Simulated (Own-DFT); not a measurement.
# How strain changes the stress of wurtzite AlGaN with randomly placed atoms, 96 atoms (Al12Ga36N48)

Calculated results; nothing here was measured. The program, named Own-DFT, is a retired in-house plane-wave density functional code that no person has reviewed. Each row is one single-point run on a periodic cell that was not relaxed, without spin or spin-orbit coupling.

Settings of every run: PBE; PseudoDojo norm-conserving scalar-relativistic files (stringent for Ga); cutoff 96 hartree; 3 x 4 x 3 k mesh centred on Gamma; Gaussian smearing of 0.01 eV.

Known limits: k mesh not checked against a denser one; stress not checked against mesh or cutoff.

Unstrained cell vectors in Å: (12.679, 0.000, 0.000); (-4.755, 8.235, 0.000); (0.000, 0.000, 10.268). The unstrained cell has measured lattice constants (interpolated for alloys), not those of this functional. That, the random moves and any unrelaxed bonds set the pressure at no strain. Each run strains this cell uniformly, with the atoms carried along. Every atom was also moved at random, by a Gaussian of width 0.05 Å on each axis. The random placing of the alloy's atoms differs from row to row. Strain is the symmetric tensor, in per cent. Stress is positive in tension, and the pressure is minus a third of its trace.

| run | e_xx (%) | e_yy (%) | e_zz (%) | s_xx (GPa) | s_yy (GPa) | s_zz (GPa) | P (GPa) | E (meV/atom) |
|---|---|---|---|---|---|---|---|---|
| 1 | -2.25 | -2.25 | 0.00 | -24.93 | -19.42 | -9.64 | 18.00 | 69.5 |
| 2 | -0.25 | -0.25 | 0.00 | -8.99 | -7.25 | -7.56 | 7.93 | 0.0 |
| 3 | -2.75 | -2.75 | 0.00 | -25.93 | -24.49 | -10.96 | 20.46 | 72.0 |
| 4 | -1.75 | -1.75 | 0.00 | -18.46 | -16.28 | -9.60 | 14.78 | 31.1 |
| 5 | -1.00 | -1.00 | 0.00 | -13.64 | -11.76 | -9.55 | 11.65 | 33.1 |
| 6 | 2.25 | 2.25 | 0.00 | 4.60 | 3.18 | -5.07 | -0.90 | 11.6 |
| 7 | 1.00 | 1.00 | 0.00 | -1.80 | -2.56 | -5.14 | 3.17 | 4.9 |
| 8 | -2.50 | -2.50 | 0.00 | -23.45 | -25.23 | -10.23 | 19.64 | 73.4 |
| 9 | 1.75 | 1.75 | 0.00 | ? | ? | ? | ? | ? |

E is the free energy for each atom above the lowest run shown.

## Worked fit

The change of volume is close to e_xx + e_yy + e_zz. A straight line through the runs shown gives P = 7.95 - 219 x (fractional change of volume) GPa, with an error of 10 on the slope and a scatter of 0.90 GPa. The strain isn't the same on all axes and the cell isn't cubic, so the slope belongs to this path and is not the bulk modulus.

## Withheld run

Question: what pressure should run 9 give? Its volume changes by 3.53 %.

The line gives 0.2 GPa. The calculation gave 0.19 GPa.
